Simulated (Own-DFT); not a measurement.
# Shaking the atoms of beta-Si3N4, 42 atoms (N24Si18)

All numbers below are calculated, not measured. The program, named Own-DFT, is a retired in-house plane-wave density functional code that no person has reviewed. Each row is one single-point run on a periodic cell that was not relaxed, without spin or spin-orbit coupling.

Settings of every run: PBE; PseudoDojo norm-conserving scalar-relativistic files; cutoff 42 hartree; 3 x 3 x 3 k mesh centred on Gamma; Fermi-Dirac smearing of 0.1 eV.

Known limits, some of them of some rows only: some atoms lie very close together; forces on such cells passed a denser k mesh, each cell not checked; stress not checked against mesh or cutoff.

Cell vectors in Å: (7.606, 0.000, 0.000); (-3.803, 6.587, 0.000); (0.000, 0.000, 8.727). In each run every atom was moved at random and independently from its ideal site; u is the rms move along one axis. E is the free energy for each atom above the fitted value at u = 0, and F the rms of the force components.

```
run,u (Å),E (meV/atom),F (eV/Å),largest force (eV/Å),P (GPa)
1,0.0190,17.2,0.851,2.75,5.52
2,0.0220,19.7,0.911,2.74,5.55
3,0.0466,91.0,1.787,7.18,7.11
4,0.0495,118.5,2.171,7.68,7.83
5,0.0969,377.5,3.771,15.39,15.28
6,0.1025,?,?,?,?
7,0.1087,560.6,5.480,27.50,20.22
8,0.1483,894.2,6.548,29.60,32.00
```

## Worked fit

For small independent moves the energy grows as E = (3/2) K u², with K the mean stiffness felt by one atom. The runs with u up to 0.11 Å give K = 29.5 ± 1.4 eV/Å², with residuals divided by u² + 0.0006 Å², since the noise grows with the moves. The scatter is 10.1 meV/atom at u = 0.05 Å. The forces follow F = G u with G = 43.2 eV/Å²; no force at u = 0 is resolved. G exceeds K because the moves of its neighbours add to the force on an atom, and stiffness differs between atoms. At u = 0.148 Å the parabola gives 975 meV/atom and the run 894. The pressure follows P = 4.78 + 1232 u² GPa: at fixed volume, shortened bonds push harder than stretched ones pull.

## Withheld run

Question: what energy and rms force should run 6 give?

The fit gives 466 ± 42 meV/atom and about 4.43 eV/Å. The calculation gave 410.6 meV/atom and 3.352 eV/Å. This run lies off the fit, by chance or by something that the fit leaves out.
